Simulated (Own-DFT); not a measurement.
SiC (4H silicon carbide, atoms displaced) (calculated)

A calculation, not a measurement: plane-wave PBE density functional theory by an unreviewed code, no spin, of a simulated periodic cell, stress positive in tension, free energy of the whole cell less one offset for each atom, forces on such cells passed a denser k mesh, this cell's mesh not checked; offsets are fitted by least squares, one for each functional and potential file, so energies compare only between cells with the same atoms and settings and are not formation energies; the far tail of each file's local potential was reset to the Coulomb form; each entry is a single point on an unrelaxed cell, so the pressure reflects the starting lattice, mostly measured values (interpolated for alloys), from which strain is counted, and rises with the displacements; printed positions are rounded, which can move forces by about a meV/angstrom; the program, named Own-DFT, is a retired in-house code; no spin-orbit coupling. Program: Own-DFT development build.

Settings shared by all entries: functional PBE; potential files PseudoDojo norm-conserving, scalar-relativistic, standard set; wave cutoff 42 hartree; occupations Fermi-Dirac; smearing width 0.1 eV; hardware one NVIDIA H100; k mesh 5 x 5 x 3 centred on Gamma.

```yaml
- entry: 1
  formula: SiC
  kind: "4H silicon carbide, atoms displaced"
  structure:
    cell_angstrom: [[6.1654, 0.0, 0.0], [-3.0827, 5.3394, 0.0], [0.0, 0.0, 10.0681]]
    atoms_fractional:
      - [Si, 0.00114, 0.99303, 0.41595]
      - [Si, 0.15979, 0.32912, 0.16189]
      - [C, 0.99836, 0.99753, 0.09307]
      - [C, 0.1975, 0.34017, 0.34453]
      - [Si, 0.99591, 0.48758, 0.41215]
      - [Si, 0.17622, 0.84461, 0.16043]
      - [C, 0.00721, 0.51466, 0.0835]
      - [C, 0.15347, 0.82333, 0.34558]
      - [Si, 0.49618, 0.00361, 0.39692]
      - [Si, 0.66176, 0.34487, 0.16206]
      - [C, 0.50061, 0.99886, 0.0947]
      - [C, 0.65695, 0.31884, 0.33905]
      - [Si, 0.48956, 0.5024, 0.40732]
      - [Si, 0.66007, 0.83614, 0.15165]
      - [C, 0.50101, 0.50041, 0.10057]
      - [C, 0.67452, 0.85431, 0.34563]
      - [Si, 0.9925, 0.99146, 0.90829]
      - [Si, 0.84466, 0.66826, 0.64539]
      - [C, 0.98619, 0.99745, 0.59164]
      - [C, 0.83301, 0.66339, 0.83846]
      - [Si, 0.01942, 0.5109, 0.90263]
      - [Si, 0.82264, 0.15828, 0.64338]
      - [C, 0.00034, 0.50037, 0.60206]
      - [C, 0.82489, 0.16307, 0.84379]
      - [Si, 0.50511, 0.00506, 0.90917]
      - [Si, 0.33348, 0.67004, 0.6578]
      - [C, 0.50768, 0.01167, 0.59206]
      - [C, 0.32693, 0.65101, 0.84578]
      - [Si, 0.48813, 0.50684, 0.91087]
      - [Si, 0.33663, 0.16809, 0.64879]
      - [C, 0.49527, 0.49326, 0.58525]
      - [C, 0.35197, 0.18176, 0.84108]
  results:
    "free_energy_of_cell_above_offsets [eV]": "-2.171"
    "pressure [GPa]": 5.67
    "stress_xx [GPa]": -7.27
    "stress_yy [GPa]": -3.2
    "stress_zz [GPa]": -6.53
    "stress_yz [GPa]": 0.29
    "stress_xz [GPa]": -1.0
    "stress_xy [GPa]": 0.14
    force_element: [Si, Si, C, C, Si, Si, C, C, Si, Si, C, C, Si, Si, C, C, Si, Si, C, C, Si, Si, C, C, Si, Si, C, C, Si, Si, C, C]
    "force_x [eV/angstrom]": [-0.619, -0.153, -0.133, -5.393, 0.323, -1.016, -0.038, 0.776, -0.12, 2.45, -0.729, 0.209, 3.961, 1.495, -1.625, 0.56, 0.634, -2.853, 2.193, -0.163, -3.79, 0.678, 1.082, 1.513, -0.714, 1.225, -1.696, 0.328, 3.801, -0.686, 0.069, -1.57]
    "force_y [eV/angstrom]": [0.968, 0.728, 0.414, -2.71, 0.324, -1.48, -0.846, -0.118, -1.434, -0.641, 1.371, 2.717, 2.448, 0.015, 0.319, -1.799, 1.039, -0.436, 0.194, 0.449, -2.342, 1.302, -0.585, 0.279, 0.045, -0.109, -2.162, 3.456, -1.422, 0.319, 1.229, -1.532]
    "force_z [eV/angstrom]": [-3.199, -1.69, 0.75, -0.158, -1.332, -1.257, 3.143, 0.559, 1.712, -2.629, 0.103, 1.936, -0.496, 1.612, -1.086, -0.583, -1.668, 2.734, 0.69, 0.34, -0.047, 3.973, -2.296, -0.624, -0.835, -0.218, -1.498, -1.476, -0.298, 1.953, 1.571, 0.316]
    "wall_time [s]": 123.1
- entry: 2
  formula: SiC
  kind: "4H silicon carbide, atoms displaced"
  structure:
    cell_angstrom: [[6.1654, 0.0, 0.0], [-3.0827, 5.3394, 0.0], [0.0, 0.0, 10.0681]]
    atoms_fractional:
      - [Si, 0.00768, 0.99281, 0.41709]
      - [Si, 0.17201, 0.32813, 0.15809]
      - [C, 0.02867, 0.0145, 0.08751]
      - [C, 0.16896, 0.32313, 0.34776]
      - [Si, 0.99757, 0.48801, 0.39884]
      - [Si, 0.16988, 0.84895, 0.15528]
      - [C, 0.00346, 0.49133, 0.10098]
      - [C, 0.17053, 0.83489, 0.33429]
      - [Si, 0.49924, 0.99491, 0.40217]
      - [Si, 0.67239, 0.32674, 0.16461]
      - [C, 0.50283, 0.98859, 0.08647]
      - [C, 0.67081, 0.3347, 0.34018]
      - [Si, 0.52931, 0.51425, 0.40749]
      - [Si, 0.68407, 0.83695, 0.15457]
      - [C, 0.50877, 0.51319, 0.09718]
      - [C, 0.66242, 0.82723, 0.33833]
      - [Si, 0.99398, 0.002, 0.9166]
      - [Si, 0.8322, 0.67498, 0.65455]
      - [C, 0.98788, 0.00749, 0.58863]
      - [C, 0.85338, 0.67925, 0.83805]
      - [Si, 0.99905, 0.50214, 0.90432]
      - [Si, 0.817, 0.15322, 0.65088]
      - [C, 0.00411, 0.48848, 0.59204]
      - [C, 0.83238, 0.16004, 0.85128]
      - [Si, 0.48924, 0.9958, 0.90114]
      - [Si, 0.32859, 0.64266, 0.66534]
      - [C, 0.50049, 0.00386, 0.59002]
      - [C, 0.33825, 0.68137, 0.84504]
      - [Si, 0.49815, 0.50449, 0.90243]
      - [Si, 0.35579, 0.16803, 0.65911]
      - [C, 0.50087, 0.49693, 0.58853]
      - [C, 0.32048, 0.14801, 0.84857]
  results:
    "free_energy_of_cell_above_offsets [eV]": "-2.064"
    "pressure [GPa]": 5.52
    "stress_xx [GPa]": -4.16
    "stress_yy [GPa]": -3.3
    "stress_zz [GPa]": -9.11
    "stress_yz [GPa]": -0.81
    "stress_xz [GPa]": -0.16
    "stress_xy [GPa]": 1.72
    force_element: [Si, Si, C, C, Si, Si, C, C, Si, Si, C, C, Si, Si, C, C, Si, Si, C, C, Si, Si, C, C, Si, Si, C, C, Si, Si, C, C]
    "force_x [eV/angstrom]": [-0.743, 0.304, -2.227, 0.754, 1.381, 2.831, -0.801, -0.285, -0.11, -0.658, -0.385, 0.175, -2.7, -1.088, 1.047, 1.214, 0.712, 1.629, 2.561, -2.094, 0.26, 1.096, -1.471, -1.059, 1.843, -1.157, 0.099, 0.431, 1.375, -3.264, 0.795, -0.464]
    "force_y [eV/angstrom]": [0.751, 1.949, -0.956, 0.306, 1.018, -2.489, 1.262, -0.482, 0.101, 0.204, 1.131, -0.839, -1.915, 0.28, -1.709, 1.461, -0.49, -0.396, -1.223, -0.873, -0.756, 1.798, 0.958, 0.727, 1.579, 1.632, -2.395, -2.977, -0.405, -0.198, 0.125, 2.823]
    "force_z [eV/angstrom]": [-3.924, 0.779, 2.409, -0.43, 0.922, -0.838, -1.321, 2.75, -0.097, -3.85, 1.556, 2.117, -1.209, -0.373, -1.082, 1.197, -3.731, -0.494, 2.662, 1.338, 1.321, 1.659, -0.015, -1.881, 1.949, -2.626, -0.165, -0.279, 1.325, -0.199, 1.914, -1.383]
    "wall_time [s]": 111.5
- entry: 3
  formula: SiC
  kind: "4H silicon carbide, atoms displaced"
  structure:
    cell_angstrom: [[6.1654, 0.0, 0.0], [-3.0827, 5.3394, 0.0], [0.0, 0.0, 10.0681]]
    atoms_fractional:
      - [Si, 0.99412, 0.98771, 0.40616]
      - [Si, 0.18483, 0.33663, 0.16228]
      - [C, 0.99515, 0.98663, 0.08961]
      - [C, 0.17325, 0.33852, 0.34222]
      - [Si, 0.02856, 0.51834, 0.40619]
      - [Si, 0.15578, 0.81953, 0.15314]
      - [C, 0.99206, 0.49968, 0.08934]
      - [C, 0.14649, 0.81003, 0.34724]
      - [Si, 0.48619, 0.99524, 0.40493]
      - [Si, 0.64631, 0.32625, 0.15262]
      - [C, 0.51213, 0.00133, 0.09556]
      - [C, 0.66602, 0.33993, 0.3467]
      - [Si, 0.52524, 0.50839, 0.40208]
      - [Si, 0.65925, 0.8335, 0.15099]
      - [C, 0.4989, 0.49271, 0.09438]
      - [C, 0.6752, 0.84553, 0.33033]
      - [Si, 0.00286, 0.99028, 0.91683]
      - [Si, 0.81391, 0.66802, 0.64861]
      - [C, 0.00438, 0.99809, 0.59557]
      - [C, 0.8225, 0.65717, 0.84151]
      - [Si, 0.99592, 0.49172, 0.90741]
      - [Si, 0.82651, 0.1553, 0.66166]
      - [C, 0.00548, 0.4894, 0.59016]
      - [C, 0.8121, 0.16781, 0.85222]
      - [Si, 0.50735, 0.00167, 0.90778]
      - [Si, 0.33954, 0.66858, 0.65337]
      - [C, 0.50409, 0.00227, 0.60525]
      - [C, 0.3224, 0.66294, 0.84388]
      - [Si, 0.50705, 0.50131, 0.90447]
      - [Si, 0.34574, 0.17459, 0.65956]
      - [C, 0.4964, 0.5029, 0.59771]
      - [C, 0.35168, 0.18032, 0.84758]
  results:
    "free_energy_of_cell_above_offsets [eV]": "-1.882"
    "pressure [GPa]": 6.34
    "stress_xx [GPa]": -5.97
    "stress_yy [GPa]": -6.96
    "stress_zz [GPa]": -6.1
    "stress_yz [GPa]": 0.56
    "stress_xz [GPa]": 0.75
    "stress_xy [GPa]": 0.38
    force_element: [Si, Si, C, C, Si, Si, C, C, Si, Si, C, C, Si, Si, C, C, Si, Si, C, C, Si, Si, C, C, Si, Si, C, C, Si, Si, C, C]
    "force_x [eV/angstrom]": [-0.447, -2.808, 0.124, 1.356, -1.429, 0.645, 0.869, 0.624, 1.377, 3.15, -2.86, 2.17, -3.375, 2.043, -0.921, -0.688, -0.555, 4.005, -0.44, 1.292, -0.683, 1.11, -1.243, 4.636, -2.596, -2.032, -0.487, 1.332, -1.76, -1.047, 0.158, -1.519]
    "force_y [eV/angstrom]": [2.048, -1.021, 1.192, -0.626, -5.979, 0.493, -1.196, 5.05, 1.032, 0.583, -0.555, -1.616, 0.461, -0.686, 1.471, -0.809, 0.795, -0.224, 0.274, 1.587, 0.943, 1.748, 0.77, -0.19, -1.69, -0.444, -0.516, 0.229, 0.399, -0.904, -0.565, -2.055]
    "force_z [eV/angstrom]": [-0.048, -1.775, 3.02, 1.059, 1.407, 0.305, 1.382, -2.075, 0.444, 1.505, -0.552, -1.029, 0.7, -0.07, -1.104, 3.05, -4.083, 1.979, -0.309, -0.107, -0.7, -0.064, 0.755, -1.671, 0.382, 1.555, -2.766, 0.202, 0.518, 0.493, -2.29, -0.113]
    "wall_time [s]": 127.1
- entry: 4
  formula: SiC
  kind: "4H silicon carbide, atoms displaced"
  structure:
    cell_angstrom: [[6.1654, 0.0, 0.0], [-3.0827, 5.3394, 0.0], [0.0, 0.0, 10.0681]]
    atoms_fractional:
      - [Si, 0.01023, 0.99331, 0.40139]
      - [Si, 0.16273, 0.33532, 0.16281]
      - [C, 0.99864, 0.99015, 0.09019]
      - [C, 0.16961, 0.34305, 0.34443]
      - [Si, 0.00191, 0.50292, 0.40444]
      - [Si, 0.17219, 0.83152, 0.14809]
      - [C, 0.99388, 0.4856, 0.09267]
      - [C, 0.16775, 0.82685, 0.34604]
      - [Si, 0.49173, 0.00493, 0.4118]
      - [Si, 0.67774, 0.33189, 0.16496]
      - [C, 0.49501, 0.98962, 0.09]
      - [C, 0.65745, 0.33092, 0.34431]
      - [Si, 0.49167, 0.49433, 0.39254]
      - [Si, 0.67157, 0.83818, 0.15137]
      - [C, 0.51363, 0.50182, 0.08762]
      - [C, 0.66933, 0.82545, 0.34877]
      - [Si, 0.01083, 0.99903, 0.90389]
      - [Si, 0.81855, 0.66987, 0.66235]
      - [C, 0.99499, 0.98829, 0.58684]
      - [C, 0.83112, 0.65562, 0.84364]
      - [Si, 0.99445, 0.49197, 0.90656]
      - [Si, 0.84809, 0.17528, 0.65109]
      - [C, 0.01738, 0.49462, 0.60171]
      - [C, 0.82275, 0.1579, 0.84315]
      - [Si, 0.51711, 0.02523, 0.90815]
      - [Si, 0.3398, 0.67155, 0.64682]
      - [C, 0.49867, 0.99654, 0.59057]
      - [C, 0.32527, 0.66361, 0.8483]
      - [Si, 0.49501, 0.50431, 0.90594]
      - [Si, 0.35001, 0.17496, 0.64084]
      - [C, 0.51327, 0.50878, 0.5897]
      - [C, 0.3308, 0.14974, 0.84343]
  results:
    "free_energy_of_cell_above_offsets [eV]": "-2.560"
    "pressure [GPa]": 5.36
    "stress_xx [GPa]": -6.98
    "stress_yy [GPa]": -4.0
    "stress_zz [GPa]": -5.1
    "stress_yz [GPa]": 1.25
    "stress_xz [GPa]": 0.03
    "stress_xy [GPa]": -0.96
    force_element: [Si, Si, C, C, Si, Si, C, C, Si, Si, C, C, Si, Si, C, C, Si, Si, C, C, Si, Si, C, C, Si, Si, C, C, Si, Si, C, C]
    "force_x [eV/angstrom]": [-2.256, 1.928, 0.211, -0.566, -0.541, -0.675, 0.253, 0.265, 2.302, -1.846, 0.714, 1.325, 1.03, 0.13, -0.948, -0.855, -1.394, 3.344, 0.747, -1.015, 0.489, -0.405, -2.895, 2.643, -0.924, 0.57, 1.064, 0.691, 0.493, -1.886, -1.323, -0.669]
    "force_y [eV/angstrom]": [0.175, -0.565, 1.436, -1.982, -0.715, -0.786, 1.097, 0.563, -1.203, -0.605, 1.748, -0.155, 1.697, -1.39, -0.606, 1.723, -0.71, -0.137, 1.488, 0.922, 0.031, -1.919, 1.187, 0.96, -3.737, -0.513, 1.265, 1.057, -1.033, -0.943, -1.089, 2.739]
    "force_z [eV/angstrom]": [0.55, -2.619, 0.734, -0.064, 1.865, 1.096, 0.601, -1.603, -1.797, -2.657, 1.123, 0.75, 2.434, 0.875, 2.278, -1.792, -0.253, -0.91, 0.71, 0.616, -0.726, 0.982, -2.628, -0.808, -0.418, 2.902, 0.275, -1.105, -0.651, 2.924, -1.221, -1.461]
    "wall_time [s]": 135.0
- entry: 5
  formula: SiC
  kind: "4H silicon carbide, atoms displaced"
  structure:
    cell_angstrom: [[6.1654, 0.0, 0.0], [-3.0827, 5.3394, 0.0], [0.0, 0.0, 10.0681]]
    atoms_fractional:
      - [Si, 0.01261, 0.02174, 0.40769]
      - [Si, 0.15356, 0.31228, 0.16519]
      - [C, 0.01284, 0.01292, 0.09225]
      - [C, 0.15819, 0.34279, 0.34475]
      - [Si, 0.99612, 0.48753, 0.41057]
      - [Si, 0.17317, 0.84395, 0.16146]
      - [C, 0.00629, 0.49067, 0.0952]
      - [C, 0.17413, 0.84283, 0.34146]
      - [Si, 0.49606, 0.99197, 0.39782]
      - [Si, 0.67903, 0.33292, 0.14965]
      - [C, 0.49444, 0.0018, 0.09433]
      - [C, 0.66696, 0.33054, 0.34306]
      - [Si, 0.50347, 0.48814, 0.40482]
      - [Si, 0.67716, 0.84367, 0.15837]
      - [C, 0.49065, 0.49449, 0.0954]
      - [C, 0.6854, 0.84905, 0.33457]
      - [Si, 0.01221, 0.03461, 0.90334]
      - [Si, 0.84311, 0.67, 0.65324]
      - [C, 0.99992, 0.98547, 0.59116]
      - [C, 0.8163, 0.66273, 0.85189]
      - [Si, 0.00774, 0.49586, 0.90018]
      - [Si, 0.82202, 0.16734, 0.65667]
      - [C, 0.99153, 0.49423, 0.59026]
      - [C, 0.82147, 0.16286, 0.84214]
      - [Si, 0.50756, 0.00468, 0.91887]
      - [Si, 0.3266, 0.67118, 0.65264]
      - [C, 0.48791, 0.0041, 0.60343]
      - [C, 0.34611, 0.6594, 0.84462]
      - [Si, 0.49577, 0.48539, 0.90842]
      - [Si, 0.3404, 0.18929, 0.65302]
      - [C, 0.495, 0.49015, 0.59706]
      - [C, 0.33128, 0.15373, 0.83995]
  results:
    "free_energy_of_cell_above_offsets [eV]": "-2.092"
    "pressure [GPa]": 5.52
    "stress_xx [GPa]": -4.62
    "stress_yy [GPa]": -4.9
    "stress_zz [GPa]": -7.04
    "stress_yz [GPa]": 0.64
    "stress_xz [GPa]": 0.71
    "stress_xy [GPa]": -0.19
    force_element: [Si, Si, C, C, Si, Si, C, C, Si, Si, C, C, Si, Si, C, C, Si, Si, C, C, Si, Si, C, C, Si, Si, C, C, Si, Si, C, C]
    "force_x [eV/angstrom]": [0.154, 0.634, -0.631, 2.735, -1.932, -0.336, -0.25, -1.024, 0.791, -1.73, 1.401, 0.535, -1.012, -0.258, 0.964, -0.447, 0.748, -1.702, -1.228, 2.941, -1.184, 0.852, 0.826, 0.636, -1.063, 1.167, 1.148, -1.818, -0.406, -0.193, -0.242, -0.074]
    "force_y [eV/angstrom]": [-2.262, 3.648, -2.188, -0.498, 2.248, -1.846, 1.135, -1.026, 1.005, 0.969, 0.007, -0.385, 1.844, -1.565, 0.287, -1.389, -3.822, -1.06, 2.864, 1.397, 1.458, -1.332, 0.1, 1.204, -1.788, -0.405, -0.266, 0.628, 0.299, -4.587, 4.187, 1.14]
    "force_z [eV/angstrom]": [-0.18, -1.621, -0.252, 0.821, -1.354, -1.796, -0.489, 1.272, 1.78, 0.992, 1.358, -0.409, -0.048, -2.478, 0.765, 3.079, 0.428, 2.044, 0.219, -1.499, 1.315, -0.295, 1.048, 0.146, -3.408, 1.401, -2.744, -0.337, 0.281, 1.696, -2.383, 0.647]
    "wall_time [s]": 118.0
- entry: 6
  formula: SiC
  kind: "4H silicon carbide, atoms displaced"
  structure:
    cell_angstrom: [[6.1654, 0.0, 0.0], [-3.0827, 5.3394, 0.0], [0.0, 0.0, 10.0681]]
    atoms_fractional:
      - [Si, 0.01205, 0.00101, 0.39949]
      - [Si, 0.17067, 0.33406, 0.14928]
      - [C, 0.99896, 0.99393, 0.08289]
      - [C, 0.17811, 0.33802, 0.346]
      - [Si, 0.99463, 0.49519, 0.40162]
      - [Si, 0.17041, 0.83588, 0.14828]
      - [C, 0.00142, 0.51279, 0.09378]
      - [C, 0.15377, 0.81524, 0.34596]
      - [Si, 0.50425, 0.01006, 0.41059]
      - [Si, 0.66969, 0.35517, 0.16657]
      - [C, 0.48789, 0.98509, 0.10208]
      - [C, 0.66548, 0.32961, 0.34612]
      - [Si, 0.51085, 0.51558, 0.40076]
      - [Si, 0.66041, 0.84318, 0.14954]
      - [C, 0.49656, 0.49333, 0.09639]
      - [C, 0.66786, 0.84502, 0.35097]
      - [Si, 0.00193, 0.01219, 0.90954]
      - [Si, 0.82299, 0.66802, 0.65767]
      - [C, 0.97939, 0.98009, 0.5947]
      - [C, 0.83627, 0.67088, 0.84455]
      - [Si, 0.99625, 0.51156, 0.90724]
      - [Si, 0.8414, 0.17792, 0.65439]
      - [C, 0.02026, 0.50007, 0.59041]
      - [C, 0.8245, 0.16863, 0.8445]
      - [Si, 0.50766, 0.98558, 0.90889]
      - [Si, 0.33738, 0.66818, 0.65247]
      - [C, 0.48392, 0.00081, 0.59394]
      - [C, 0.33795, 0.65468, 0.84264]
      - [Si, 0.50527, 0.50131, 0.91219]
      - [Si, 0.33724, 0.18216, 0.65573]
      - [C, 0.50819, 0.50631, 0.6041]
      - [C, 0.32373, 0.15916, 0.84054]
  results:
    "free_energy_of_cell_above_offsets [eV]": "-2.590"
    "pressure [GPa]": 5.5
    "stress_xx [GPa]": -6.03
    "stress_yy [GPa]": -5.62
    "stress_zz [GPa]": -4.87
    "stress_yz [GPa]": 1.68
    "stress_xz [GPa]": -0.49
    "stress_xy [GPa]": -0.42
    force_element: [Si, Si, C, C, Si, Si, C, C, Si, Si, C, C, Si, Si, C, C, Si, Si, C, C, Si, Si, C, C, Si, Si, C, C, Si, Si, C, C]
    "force_x [eV/angstrom]": [-1.339, -1.292, -0.848, -0.492, 1.421, -1.471, 0.211, 0.819, -0.934, 1.515, 0.313, -0.632, -0.172, 2.231, -0.16, 0.927, 0.223, 2.913, 0.969, -0.793, 1.229, -0.621, -2.692, 1.166, -2.663, 0.095, 1.637, -1.231, 0.351, -0.882, -1.137, 1.34]
    "force_y [eV/angstrom]": [-0.277, -0.367, 0.941, -0.471, -0.336, -0.472, -1.841, 2.311, -1.856, -2.175, 3.425, 1.114, -0.675, -1.395, 1.609, 0.234, -0.712, -0.354, 3.252, 0.537, -1.067, -1.688, -0.099, 0.839, 0.713, 0.74, 1.009, 0.714, -1.421, -2.557, -0.398, 0.722]
    "force_z [eV/angstrom]": [1.879, 1.361, 3.336, -1.382, 1.427, 2.382, -0.008, -1.681, -0.128, -1.869, -2.165, 0.324, 1.97, 2.325, -0.216, -2.129, -3.527, 0.711, -1.023, 0.368, -0.645, 0.088, -0.135, 0.228, -0.677, 1.134, 0.186, 0.673, -1.82, 0.515, -3.152, 1.65]
    "wall_time [s]": 124.0
```
